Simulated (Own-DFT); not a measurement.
# Point defects and the pressure they add: C40 NbSi2

The numbers are computed, not measured, by runs of the plane-wave DFT program Own-DFT (in-house, retired, unreviewed) at fixed positions, with no spin and no spin-orbit coupling.

Common settings: PBE; PseudoDojo norm-conserving scalar-relativistic files; cutoff 42 hartree; 4 x 4 x 5 k mesh centred on Gamma; cold (Marzari-Vanderbilt) smearing of 0.2 eV.

Known weak points: forces on such cells failed a check on a denser k mesh; stress not checked against mesh or cutoff.

All runs share one cell, with vectors in Å (0.000, 8.324, 0.000); (-9.613, 0.000, 0.000); (0.000, 0.000, 6.586) and a volume of 527.0 Å³. The atoms are randomly displaced, by u rms on each axis. The defect's site can differ from row to row.

```
                    cell   formula   u (Å)  P (GPa)
               no defect  Nb12Si24  0.0222     1.52
               no defect  Nb12Si24  0.0493     2.48
               no defect  Nb12Si24  0.0501     2.71
        two Nb vacancies  Nb10Si24  0.0283    -0.25
        two Nb vacancies  Nb10Si24  0.0350    -0.08
        two Nb vacancies  Nb10Si24  0.0482     0.87
two Si on a Nb site each  Nb10Si26  0.0283     1.53
two Si on a Nb site each  Nb10Si26  0.0336     1.66
two Si on a Nb site each  Nb10Si26  0.0585     2.54
          one Si vacancy  Nb12Si23  0.0298     0.87
          one Si vacancy  Nb12Si23  0.0478     1.77
          one Si vacancy  Nb12Si23  0.0494     1.41
two Nb on a Si site each  Nb14Si22  0.0261        ?
two Nb on a Si site each  Nb14Si22  0.0307     7.85
two Nb on a Si site each  Nb14Si22  0.0447     8.11
two Nb on a Si site each  Nb14Si22  0.0522     8.17
```

## Working it out

P = P0 + c u² + a shift for each defect gives P0 = 1.43 GPa, c = 446 ± 64 GPa/Å² and a scatter of 0.21 GPa. The shifts, and each times the cell's volume:

- two Nb on a Si site each: 5.78 ± 0.17 GPa, 19.0 eV (9.5 eV for each of its 2 sites)
- two Si on a Nb site each: -0.31 ± 0.17 GPa, -1.0 eV (-0.5 eV for each of its 2 sites) (not resolved)
- one Si vacancy: -0.91 ± 0.17 GPa, -3.0 eV
- two Nb vacancies: -1.89 ± 0.17 GPa, -6.2 eV (-3.1 eV for each of its 2 sites)

Against the defect-free cell, a freed cell would be larger where the shift is positive and smaller where it is negative (160.2 GPa Å³ is 1 eV). The atoms around the defects weren't relaxed, which would change these numbers.

## Check

Q: what pressure belongs in the blank (two Nb on a Si site each, u = 0.0261 Å)?

The fit gives 7.51 ± 0.26 GPa. The run itself gave 7.39 GPa.
